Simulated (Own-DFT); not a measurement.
# Stretching a layer in its plane: wurtzite AlN, 72 atoms (Al36N36)

The numbers are computed, not measured, by runs of the plane-wave DFT program Own-DFT (in-house, retired, unreviewed) at fixed positions, with no spin and no spin-orbit coupling.

Common settings: PBE; PseudoDojo norm-conserving scalar-relativistic files; cutoff 42 hartree; 4 x 4 x 3 k mesh centred on Gamma; Gaussian smearing of 0.01 eV.

Keep in mind: k mesh not checked against a denser one; stress not checked against mesh or cutoff.

Unstrained cell vectors in Å: (9.336, 0.000, 0.000); (-4.668, 8.085, 0.000); (0.000, 0.000, 9.964). The unstrained cell has measured lattice constants (interpolated for alloys), not those of this functional. That, the random moves and any unrelaxed bonds set the pressure at no strain. Each run strains x and y alike by e, as a substrate would, and holds the height along z. Each coordinate of each atom was shifted by a normal deviate of width 0.05 Å. Stress is positive in tension.

| e (%) | u (Å) | (s_xx + s_yy)/2 (GPa) | s_zz (GPa) |
|---|---|---|---|
| -1.75 | 0.048 | -16.70 | -7.65 |
| -1.50 | 0.048 | -14.25 | -10.01 |
| -1.00 | 0.054 | -12.72 | -6.85 |
| -0.75 | 0.050 | ? | ? |
| -0.50 | 0.046 | -8.53 | -6.37 |
| -0.25 | 0.050 | -7.11 | -5.65 |
| 0.75 | 0.051 | -1.90 | -4.40 |
| 2.25 | 0.049 | 5.98 | -0.88 |
| 2.75 | 0.048 | 8.62 | -1.52 |
| 3.00 | 0.043 | 9.84 | -1.09 |

## Analysis

With e as a fraction, the in-plane stress is -6.0 + 572 e - 1541 e² GPa (errors 15 and 842, scatter 0.50), and s_zz is -5.6 + 167 e GPa (slope ± 18, scatter 0.94). At e = 0 the first slope is C11 + C12 and the second 2 C13, both with the ions held to the strained lattice and at the cell's own pressure. A free layer would change its height as e changes, and the in-plane slope would drop by 2 C13²/C33 to the biaxial modulus. At fixed height, a misfit of 1 % moves the in-plane stress by about 5.7 GPa and s_zz by 1.7 GPa.

## Test on the hidden row

Q: what are the two stresses at e = -0.75 %?

From the fit: -10.3 and -6.9 GPa. DFT gave -10.01 and -7.89 GPa.
